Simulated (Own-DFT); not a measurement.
## Calculated data, Hf$_{36}$O$_{71}$ (tetragonal hafnia with one neutral oxygen vacancy, atoms displaced)

Computed with Own-DFT development build. A calculation, not a measurement: plane-wave PBE and HSE06 DFT by an unreviewed code, no spin, of a simulated cell at Gamma alone, so results move with cell size and shape, stress positive in tension, energies less offsets, not probed for a lower state with spin; hafnium file: forces about 75 meV/angstrom off all-electron values; oxygen file: force components 24 meV/angstrom off all-electron in a glass; k mesh not checked against a denser one; forces and stress are PBE's, HSE06 gives the energy alone, and its difference from PBE has offsets of its own; offsets are fitted by least squares, one for each functional and potential file, so energies compare only between cells with the same atoms and settings and are not formation energies; the far tail of each file's local potential was reset to the Coulomb form; each entry is a single point on an unrelaxed cell, so the pressure reflects the starting lattice, taken from the Materials Project, from which strain is counted, and rises with the displacements; printed positions are rounded, which can move forces by about a meV/angstrom; the program is a retired in-house code; no spin-orbit coupling.

Common to all runs: first functional PBE; second functional HSE06; exact exchange share 0.25; screening 0.11 1/bohr; exchange divergence Gygi-Baldereschi; potential files PseudoDojo norm-conserving, scalar-relativistic, made for PBE, standard set; wave cutoff 48 hartree; occupations fixed; k mesh 1 x 1 x 1 centred on Gamma.

(1) Hf$_{36}$O$_{71}$ (tetragonal hafnia with one neutral oxygen vacancy, atoms displaced)

```cif
# cell vector a (Å): 10.7800 0.0000 0.0000
# cell vector b (Å): 0.0000 10.7800 0.0000
# cell vector c (Å): 0.0000 0.0000 10.4493
data_Hf36O71
_symmetry_space_group_name_H-M 'P 1'
_symmetry_Int_Tables_number 1
_cell_length_a 10.7800
_cell_length_b 10.7800
_cell_length_c 10.4493
_cell_angle_alpha 90.000
_cell_angle_beta 90.000
_cell_angle_gamma 90.000
_cell_volume 1214.30
loop_
_atom_site_label
_atom_site_type_symbol
_atom_site_fract_x
_atom_site_fract_y
_atom_site_fract_z
_atom_site_occupancy
Hf1 Hf 0.00259 0.00180 0.99737 1
Hf2 Hf 0.16662 0.16535 0.24397 1
O1 O 0.99925 0.17092 0.15375 1
O2 O 0.16663 0.00298 0.34901 1
O3 O 0.00407 0.16511 0.39868 1
O4 O 0.17393 0.99951 0.09639 1
Hf3 Hf 0.00115 0.99776 0.50108 1
Hf4 Hf 0.16786 0.16723 0.74806 1
O5 O 0.00315 0.16584 0.65339 1
O6 O 0.16645 0.99991 0.84657 1
O7 O 0.99753 0.16493 0.90724 1
O8 O 0.16120 0.00265 0.59335 1
Hf5 Hf 0.00339 0.32554 0.00311 1
Hf6 Hf 0.16902 0.50158 0.24971 1
O9 O 0.00250 0.50171 0.15424 1
O10 O 0.16756 0.33572 0.35025 1
O11 O 0.00323 0.50212 0.40013 1
O12 O 0.16636 0.33169 0.09780 1
Hf7 Hf 0.99685 0.33620 0.50287 1
Hf8 Hf 0.16849 0.50027 0.75541 1
O13 O 0.99467 0.50388 0.65303 1
O14 O 0.16412 0.33465 0.84954 1
O15 O 0.99712 0.49806 0.90047 1
O16 O 0.16950 0.33571 0.59841 1
Hf9 Hf 0.99909 0.67051 0.99880 1
Hf10 Hf 0.16450 0.83387 0.25133 1
O17 O 0.99476 0.83699 0.15091 1
O18 O 0.16669 0.66910 0.34955 1
O19 O 0.99915 0.83422 0.39776 1
O20 O 0.16383 0.67324 0.10049 1
Hf11 Hf 0.99723 0.66455 0.50170 1
Hf12 Hf 0.17014 0.83533 0.75027 1
O21 O 0.00781 0.83286 0.65195 1
O22 O 0.16540 0.66578 0.85053 1
O23 O 0.99947 0.82922 0.90363 1
O24 O 0.16811 0.66511 0.60032 1
Hf13 Hf 0.32952 0.99922 0.00413 1
Hf14 Hf 0.49836 0.16659 0.25028 1
O25 O 0.33652 0.17275 0.14979 1
O26 O 0.50275 0.99982 0.34776 1
O27 O 0.33239 0.17013 0.40342 1
O28 O 0.49893 0.00059 0.09682 1
Hf15 Hf 0.33887 0.00298 0.49630 1
Hf16 Hf 0.49768 0.16548 0.75052 1
O29 O 0.33257 0.16752 0.64974 1
O30 O 0.50251 0.00409 0.85118 1
O31 O 0.33212 0.16955 0.90219 1
O32 O 0.49398 0.00227 0.60230 1
Hf17 Hf 0.33107 0.33341 0.00189 1
Hf18 Hf 0.50160 0.50043 0.25422 1
O33 O 0.33385 0.50494 0.14814 1
O34 O 0.49758 0.33400 0.34731 1
O35 O 0.32891 0.49847 0.40162 1
O36 O 0.50078 0.33066 0.09477 1
Hf19 Hf 0.33654 0.33221 0.49631 1
Hf20 Hf 0.50506 0.50235 0.75050 1
O37 O 0.32989 0.50373 0.64979 1
O38 O 0.50307 0.33208 0.84905 1
O39 O 0.33268 0.50147 0.90229 1
O40 O 0.50145 0.32777 0.59905 1
Hf21 Hf 0.33341 0.66817 0.00209 1
Hf22 Hf 0.49730 0.83410 0.25165 1
O41 O 0.33068 0.83845 0.15100 1
O42 O 0.50232 0.66123 0.34725 1
O43 O 0.32872 0.83018 0.39811 1
O44 O 0.49761 0.66673 0.09945 1
Hf23 Hf 0.33610 0.66385 0.50396 1
Hf24 Hf 0.50464 0.83346 0.74941 1
O45 O 0.32950 0.83599 0.64934 1
O46 O 0.49776 0.67174 0.85059 1
O47 O 0.33810 0.83711 0.89880 1
O48 O 0.50176 0.66843 0.59541 1
Hf25 Hf 0.66917 0.99427 0.00204 1
Hf26 Hf 0.83208 0.16653 0.24830 1
O49 O 0.66917 0.16568 0.15368 1
O50 O 0.83413 0.99508 0.34938 1
O51 O 0.66153 0.16875 0.40411 1
O52 O 0.83602 0.99888 0.09601 1
Hf27 Hf 0.66652 0.99865 0.49904 1
Hf28 Hf 0.83340 0.16757 0.75391 1
O53 O 0.66231 0.16563 0.64709 1
O54 O 0.83019 0.99913 0.84905 1
O55 O 0.83318 0.00513 0.59982 1
Hf29 Hf 0.66999 0.33667 0.00442 1
Hf30 Hf 0.83654 0.50281 0.24382 1
O56 O 0.66792 0.49666 0.15007 1
O57 O 0.83127 0.33285 0.34294 1
O58 O 0.67277 0.50117 0.39852 1
O59 O 0.83515 0.32990 0.10118 1
Hf31 Hf 0.66641 0.32967 0.50056 1
Hf32 Hf 0.83236 0.50198 0.75183 1
O60 O 0.66264 0.49762 0.65446 1
O61 O 0.83515 0.33230 0.84686 1
O62 O 0.66751 0.49830 0.90688 1
O63 O 0.82976 0.33319 0.59440 1
Hf33 Hf 0.66519 0.66483 0.00286 1
Hf34 Hf 0.83297 0.82968 0.25253 1
O64 O 0.66938 0.83468 0.15429 1
O65 O 0.82975 0.67187 0.34713 1
O66 O 0.66978 0.83334 0.40423 1
O67 O 0.83142 0.66724 0.09563 1
Hf35 Hf 0.65968 0.66888 0.50089 1
Hf36 Hf 0.83255 0.83545 0.75131 1
O68 O 0.66381 0.83468 0.65016 1
O69 O 0.83113 0.66560 0.84674 1
O70 O 0.66775 0.83090 0.91169 1
O71 O 0.83019 0.66739 0.59913 1
```

| Item | Value |
| --- | --- |
| PBE energy of cell above offsets | -100.555 eV |
| HSE06 less PBE above offsets | -0.129 eV |
| PBE pressure | 0.82 GPa |
| PBE stress xx | -0.77 GPa |
| PBE stress yy | -0.44 GPa |
| PBE stress zz | -1.24 GPa |
| PBE stress yz | -0.15 GPa |
| PBE stress xz | 0.22 GPa |
| PBE stress xy | 0.02 GPa |

Force:
```
element  x (eV/Å)  y (eV/Å)  z (eV/Å)
     Hf    -0.609    -1.323      0.84
     Hf    -0.253      0.74     1.798
      O     0.527    -0.483    -0.662
      O     0.305    -0.299    -0.853
      O    -0.445     0.504     0.712
      O    -2.375     0.567     0.698
     Hf    -0.423     0.545    -0.834
     Hf     0.433     0.347    -0.414
      O    -0.659       0.5     0.358
      O    -0.274     0.256     0.296
      O     0.135     -0.09     -0.82
      O     1.852    -0.017     0.508
     Hf    -0.779      1.68    -0.403
     Hf    -0.153     0.126     0.785
      O     0.025     -0.05    -0.393
      O     0.015    -0.505    -0.925
      O    -0.548    -0.198      0.42
      O     0.193      0.01     0.334
     Hf     1.115    -0.648    -0.798
     Hf     -0.45     0.198    -0.825
      O       0.6    -0.301    -0.212
      O    -0.034    -0.586     0.134
      O    -0.026     0.186     0.685
      O    -0.654    -0.001    -0.002
     Hf      0.31    -1.304     0.248
     Hf    -0.437    -0.351     0.393
      O     1.015    -0.096     -0.08
      O    -0.029    -0.405     -0.28
      O     0.238    -0.474     0.665
      O     0.371    -0.044    -0.282
     Hf     0.741     0.437    -0.016
     Hf     0.034    -0.768    -0.234
      O    -1.782     0.048     0.255
      O     0.177     0.556     0.081
      O    -0.232      1.46    -0.545
      O    -0.306    -0.036    -0.388
     Hf     2.169     0.173    -1.519
     Hf     0.806     0.429    -0.649
      O    -0.599    -0.346     0.364
      O    -0.435    -0.152     0.376
      O     0.481    -0.973     -0.79
      O     0.127    -0.154     0.552
     Hf    -1.743    -0.585     0.446
     Hf     0.287     0.532     0.102
      O    -0.337    -0.222     0.138
      O     0.746     -0.71    -0.441
      O    -0.285    -0.433     0.008
      O     1.088    -0.423    -0.579
     Hf     1.011     0.067    -0.557
     Hf     0.061    -0.635    -1.047
      O     0.018    -0.266     0.496
      O     0.034     0.082     0.021
      O     0.612     0.606    -0.171
      O     0.008     0.207     0.413
     Hf    -0.849     0.527     0.937
     Hf    -1.542    -0.959     0.693
      O     1.566     0.042     0.518
      O     0.246     0.387    -0.395
      O    -0.026    -0.096         0
      O    -0.454     0.655    -0.304
     Hf    -0.527     0.004    -0.376
     Hf     0.095    -0.293    -0.761
      O     0.664    -0.296      0.14
      O     -0.09     1.312     0.541
      O     0.971     0.516     0.362
      O     0.457     0.268     0.154
     Hf        -2     0.024    -0.414
     Hf    -1.789     1.091     0.728
      O     1.238     -0.22     0.078
      O     0.414    -0.858    -0.488
      O    -0.424    -0.313      0.47
      O    -0.618     0.082     1.032
     Hf    -0.247     1.656      0.26
     Hf     0.375    -0.316     0.727
      O    -0.837    -0.066    -0.112
      O    -0.619     1.078    -0.067
      O     0.186    -0.862    -0.451
      O     0.103     0.478    -0.218
     Hf     0.435     0.841     0.435
     Hf    -0.774    -0.185    -0.835
      O     0.853    -0.117     1.278
      O     0.005     0.011    -0.054
      O    -0.168    -0.619      0.01
     Hf    -0.482     -1.41    -0.466
     Hf    -0.397    -0.297     1.155
      O    -0.291     0.274     0.224
      O      0.27     0.173     0.323
      O    -0.611     -0.09     0.702
      O     0.225     0.363    -0.486
     Hf     -0.14     0.654    -0.242
     Hf     0.407    -0.276     0.018
      O     0.614     0.334    -0.242
      O    -0.477     0.057      0.09
      O    -0.193     0.688    -0.679
      O     0.453      -0.1     0.473
     Hf    -0.066     -0.13     0.234
     Hf     0.392     1.099    -0.314
      O    -1.141    -0.084     0.247
      O     0.474    -1.535     0.202
      O    -0.873    -0.105     0.044
      O     0.257    -0.349     0.225
     Hf     2.142     -0.79    -1.069
     Hf     0.822    -0.587    -0.541
      O     0.709      0.19     0.397
      O    -0.112     0.684     0.053
      O    -0.009    -0.146    -1.451
      O    -0.289     0.232    -0.189
```

(2) Hf$_{36}$O$_{71}$ (tetragonal hafnia with one neutral oxygen vacancy, atoms displaced)

```cif
# cell vector a (Å): 10.7800 0.0000 0.0000
# cell vector b (Å): 0.0000 10.7800 0.0000
# cell vector c (Å): 0.0000 0.0000 10.4493
data_Hf36O71
_symmetry_space_group_name_H-M 'P 1'
_symmetry_Int_Tables_number 1
_cell_length_a 10.7800
_cell_length_b 10.7800
_cell_length_c 10.4493
_cell_angle_alpha 90.000
_cell_angle_beta 90.000
_cell_angle_gamma 90.000
_cell_volume 1214.30
loop_
_atom_site_label
_atom_site_type_symbol
_atom_site_fract_x
_atom_site_fract_y
_atom_site_fract_z
_atom_site_occupancy
Hf1 Hf 0.98474 0.01373 0.00078 1
Hf2 Hf 0.18186 0.15602 0.25714 1
O1 O 0.00248 0.17031 0.14257 1
O2 O 0.16147 0.00032 0.33061 1
O3 O 0.99979 0.16012 0.40572 1
O4 O 0.15903 0.00507 0.09060 1
Hf3 Hf 0.00924 0.99886 0.49418 1
Hf4 Hf 0.15597 0.16476 0.74839 1
O5 O 0.00204 0.17222 0.65558 1
O6 O 0.15677 0.99273 0.84340 1
O7 O 0.98341 0.16094 0.91239 1
O8 O 0.16456 0.98389 0.58906 1
Hf5 Hf 0.99964 0.31977 0.98975 1
Hf6 Hf 0.17484 0.50466 0.25641 1
O9 O 0.00460 0.50454 0.14182 1
O10 O 0.17058 0.34432 0.35817 1
O11 O 0.99397 0.49924 0.38946 1
O12 O 0.16234 0.32288 0.09558 1
Hf7 Hf 0.98593 0.33136 0.49391 1
Hf8 Hf 0.16305 0.50374 0.74063 1
O13 O 0.99895 0.49196 0.64886 1
O14 O 0.14763 0.33592 0.84306 1
O15 O 0.98789 0.49627 0.90385 1
O16 O 0.16569 0.33556 0.60350 1
Hf9 Hf 0.00749 0.66856 0.00338 1
Hf10 Hf 0.16966 0.82948 0.24246 1
O17 O 0.99785 0.83410 0.15456 1
O18 O 0.17593 0.67992 0.33920 1
O19 O 0.00974 0.84628 0.39948 1
O20 O 0.16529 0.66704 0.09620 1
Hf11 Hf 0.00796 0.64933 0.50114 1
Hf12 Hf 0.15155 0.84109 0.74727 1
O21 O 0.99253 0.83318 0.66073 1
O22 O 0.18247 0.65635 0.85227 1
O23 O 0.00686 0.83363 0.89548 1
O24 O 0.16573 0.65663 0.59957 1
Hf13 Hf 0.33367 0.00592 0.99982 1
Hf14 Hf 0.48701 0.15347 0.25139 1
O25 O 0.33724 0.17952 0.14135 1
O26 O 0.33910 0.16239 0.38920 1
O27 O 0.49637 0.00662 0.11197 1
Hf15 Hf 0.33993 0.00032 0.49576 1
Hf16 Hf 0.50218 0.17411 0.73557 1
O28 O 0.33436 0.17083 0.65596 1
O29 O 0.50559 0.99612 0.84445 1
O30 O 0.34005 0.16669 0.88528 1
O31 O 0.48691 0.99981 0.60491 1
Hf17 Hf 0.32704 0.32798 0.01992 1
Hf18 Hf 0.49626 0.49336 0.26425 1
O32 O 0.32272 0.49990 0.15341 1
O33 O 0.50642 0.33288 0.36352 1
O34 O 0.35047 0.50712 0.40713 1
O35 O 0.49651 0.33727 0.09861 1
Hf19 Hf 0.34200 0.33717 0.49874 1
Hf20 Hf 0.48776 0.49256 0.74715 1
O36 O 0.31565 0.48766 0.64695 1
O37 O 0.51610 0.33001 0.84452 1
O38 O 0.32798 0.50600 0.90595 1
O39 O 0.50226 0.34651 0.58875 1
Hf21 Hf 0.32631 0.66552 0.00409 1
Hf22 Hf 0.49019 0.83865 0.25130 1
O40 O 0.33000 0.83363 0.15496 1
O41 O 0.49621 0.64872 0.34061 1
O42 O 0.33730 0.82909 0.40197 1
O43 O 0.49528 0.66017 0.09726 1
Hf23 Hf 0.32705 0.67394 0.49765 1
Hf24 Hf 0.48853 0.83784 0.77008 1
O44 O 0.34385 0.83534 0.66273 1
O45 O 0.50314 0.65778 0.84622 1
O46 O 0.31997 0.83937 0.89966 1
O47 O 0.49001 0.66089 0.59482 1
Hf25 Hf 0.67800 0.01043 0.99609 1
Hf26 Hf 0.83074 0.15661 0.25248 1
O48 O 0.67571 0.16750 0.14856 1
O49 O 0.82406 0.99905 0.33891 1
O50 O 0.66461 0.14878 0.39619 1
O51 O 0.82789 0.99827 0.10339 1
Hf27 Hf 0.67319 0.00372 0.49705 1
Hf28 Hf 0.83549 0.15051 0.76102 1
O52 O 0.67006 0.16763 0.65292 1
O53 O 0.83341 0.99571 0.84480 1
O54 O 0.66897 0.15865 0.90258 1
O55 O 0.83781 0.00317 0.59621 1
Hf29 Hf 0.65534 0.33187 0.00472 1
Hf30 Hf 0.84000 0.50263 0.24279 1
O56 O 0.65724 0.50575 0.15192 1
O57 O 0.83481 0.33775 0.34783 1
O58 O 0.66390 0.49119 0.40386 1
O59 O 0.84220 0.33441 0.09532 1
Hf31 Hf 0.67745 0.32348 0.48693 1
Hf32 Hf 0.84121 0.50247 0.74371 1
O60 O 0.66610 0.50416 0.66467 1
O61 O 0.83917 0.32421 0.84001 1
O62 O 0.66859 0.50535 0.89266 1
O63 O 0.82155 0.34583 0.59644 1
Hf33 Hf 0.67562 0.66172 0.00264 1
Hf34 Hf 0.82915 0.84004 0.25082 1
O64 O 0.65956 0.83866 0.14948 1
O65 O 0.84221 0.66512 0.35044 1
O66 O 0.67184 0.83408 0.40907 1
O67 O 0.83388 0.67002 0.10430 1
Hf35 Hf 0.66881 0.66724 0.50117 1
Hf36 Hf 0.83027 0.83393 0.75735 1
O68 O 0.67312 0.83905 0.65348 1
O69 O 0.83481 0.67278 0.85366 1
O70 O 0.67570 0.83208 0.87859 1
O71 O 0.82532 0.66853 0.59759 1
```

| Property | Result |
| --- | --- |
| PBE energy of cell above offsets | -87.402 eV |
| HSE06 less PBE above offsets | 0.585 eV |
| PBE pressure | 5.3 GPa |
| PBE stress xx | -4.33 GPa |
| PBE stress yy | -6.63 GPa |
| PBE stress zz | -4.96 GPa |
| PBE stress yz | 1.11 GPa |
| PBE stress xz | -1.17 GPa |
| PBE stress xy | -0.2 GPa |

Force:
```
element  x (eV/Å)  y (eV/Å)  z (eV/Å)
     Hf     3.168    -5.251     2.191
     Hf    -2.919     3.781    -2.559
      O     -0.78    -1.325     1.973
      O     0.822    -1.231      1.95
      O    -0.113     1.526    -1.054
      O     1.794      0.44    -0.146
     Hf    -1.976     -0.91     1.495
     Hf     3.248     1.967     0.206
      O    -1.722    -0.349     -0.38
      O    -0.023     3.539     0.127
      O     0.335     0.053    -4.177
      O     1.412     0.735      0.29
     Hf     -0.47     4.867     1.599
     Hf    -2.536    -0.747    -0.938
      O     0.705     0.272     1.707
      O      0.41    -1.459    -0.918
      O     0.901    -0.188     1.124
      O     0.319     0.206     0.857
     Hf     1.898     0.162     1.399
     Hf     0.059    -1.505     2.777
      O     0.243     1.042    -2.265
      O     0.346    -1.757     0.361
      O     0.133     1.232    -0.457
      O    -0.779    -1.279    -1.764
     Hf    -2.307    -1.028    -1.649
     Hf    -2.856      1.84    -0.916
      O     0.056    -0.054    -0.191
      O     -0.52    -3.374     2.258
      O    -0.468    -2.555     0.096
      O     0.477     0.812     1.559
     Hf    -3.491     2.375    -0.401
     Hf     2.236    -2.193     1.076
      O     0.607    -0.398     -2.11
      O    -1.967     1.925    -0.884
      O    -0.203      0.13     1.569
      O    -0.355     0.829    -0.558
     Hf    -0.663    -0.581    -1.836
     Hf     2.682     0.552     0.349
      O     -0.61    -1.818     1.268
      O    -0.154     0.125      0.19
      O     -0.11     0.126    -0.327
     Hf     0.195    -1.124     1.686
     Hf    -0.735    -1.021     1.753
      O    -1.287     0.026    -2.089
      O    -0.169     3.126     2.231
      O    -0.727    -0.034     2.566
      O     2.039     0.929    -1.958
     Hf    -0.248     2.242    -4.191
     Hf     1.324    -0.425     -2.61
      O     1.301    -0.789     0.058
      O     -0.99    -2.448    -1.924
      O     -2.11    -1.228    -0.185
      O     0.008    -0.348     0.873
     Hf    -2.286     0.693     1.131
     Hf     1.847     2.238     0.308
      O     3.065     0.085    -0.256
      O    -0.268    -0.179     0.284
      O     0.869     -3.05     0.027
      O     0.679    -1.144      1.61
     Hf      2.29    -0.256    -1.951
     Hf     1.694    -1.879    -0.462
      O     0.991     0.584    -0.832
      O      0.73     5.586     1.121
      O     0.602     2.291    -0.585
      O    -0.102     0.997    -0.405
     Hf     2.726     -1.28     2.013
     Hf      2.54    -3.612    -1.756
      O    -3.624    -0.422    -2.165
      O    -0.842     1.345     0.105
      O     1.276     0.341     1.728
      O     0.463    -0.219    -0.881
     Hf    -3.052    -3.943       0.3
     Hf     1.536     3.031    -2.014
      O    -1.813     0.162      0.17
      O     0.409    -0.042     1.919
      O    -0.483     3.022    -1.448
      O     0.978     0.216    -0.029
     Hf    -0.131     -3.87     3.738
     Hf    -0.841     4.173    -3.156
      O     0.244    -0.345    -0.961
      O     0.324    -0.084     3.233
      O     0.341     2.117    -0.703
      O     0.431     0.778    -0.582
     Hf     2.306     2.103    -1.378
     Hf    -0.569      0.51    -1.267
      O     1.793    -0.802     0.096
      O    -0.148    -2.193     0.144
      O     0.561     1.122     0.016
      O    -2.079     0.396     0.113
     Hf     -2.04     1.707     0.913
     Hf    -3.463    -0.146     2.788
      O    -0.494     0.349     -1.03
      O     -0.12    -0.041     -0.19
      O     0.603    -1.484     2.526
      O     2.358    -0.501    -0.601
     Hf    -1.995    -0.211    -1.548
     Hf    -0.011     -3.48    -0.751
      O     0.092     0.006     0.725
      O    -0.412     0.819    -0.187
      O     -0.86     0.365    -1.392
      O     0.444    -0.153     0.005
     Hf    -1.611     -1.19     1.232
     Hf    -1.395    -2.744    -1.669
      O    -1.645     0.129    -1.175
      O     0.621    -1.155    -0.203
      O    -0.941     0.719      4.18
      O     2.983      -0.9     0.056
```
